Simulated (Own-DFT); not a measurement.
# One host, several defects: C40 NbSi2

Everything here is calculated. The program is Own-DFT (plane waves, in-house, since retired, never reviewed by a person); positions were held fixed, and spin and spin-orbit coupling were off.

Common settings: PBE; PseudoDojo norm-conserving scalar-relativistic files; cutoff 42 hartree; 4 x 4 x 5 k mesh centred on Gamma; cold (Marzari-Vanderbilt) smearing of 0.2 eV.

Caveats: forces on such cells failed a check on a denser k mesh; stress not checked against mesh or cutoff.

All runs share one cell, with vectors in Å (0.000, 8.324, 0.000); (-9.613, 0.000, 0.000); (0.000, 0.000, 6.586) and a volume of 527.0 Å³. The atoms are randomly displaced, by u rms on each axis. The defect's site can differ from row to row.

```
                    cell   formula   u (Å)  P (GPa)
               no defect  Nb12Si24  0.0176     1.45
               no defect  Nb12Si24  0.0182     1.49
               no defect  Nb12Si24  0.0482     2.62
two Si on a Nb site each  Nb10Si26  0.0266     1.66
two Si on a Nb site each  Nb10Si26  0.0289     1.69
two Si on a Nb site each  Nb10Si26  0.0550     2.65
two Nb on a Si site each  Nb14Si22  0.0294     7.18
two Nb on a Si site each  Nb14Si22  0.0297     7.53
two Nb on a Si site each  Nb14Si22  0.0484     8.45
two Nb on a Si site each  Nb14Si22  0.0539        ?
          one Si vacancy  Nb12Si23  0.0279     0.93
          one Si vacancy  Nb12Si23  0.0345     1.02
          one Si vacancy  Nb12Si23  0.0469     1.82
```

## Fit

P = P0 + c u² + a shift for each defect gives P0 = 1.30 GPa, c = 559 ± 56 GPa/Å² and a scatter of 0.16 GPa. The shifts, and each times the cell's volume:

- two Nb on a Si site each: 5.66 ± 0.14 GPa, 18.6 eV (9.3 eV for each of its 2 sites)
- two Si on a Nb site each: -0.15 ± 0.14 GPa, -0.5 eV (-0.2 eV for each of its 2 sites) (not resolved)
- one Si vacancy: -0.82 ± 0.14 GPa, -2.7 eV

Against the defect-free cell, a freed cell would be larger where the shift is positive and smaller where it is negative (160.2 GPa Å³ is 1 eV). The atoms around the defects weren't relaxed, which would change these numbers.

## The run left out

Question: what pressure belongs in the blank (two Nb on a Si site each, u = 0.0539 Å)?

The fitted form gives 8.58 ± 0.21 GPa. The run itself gave 9.20 GPa.
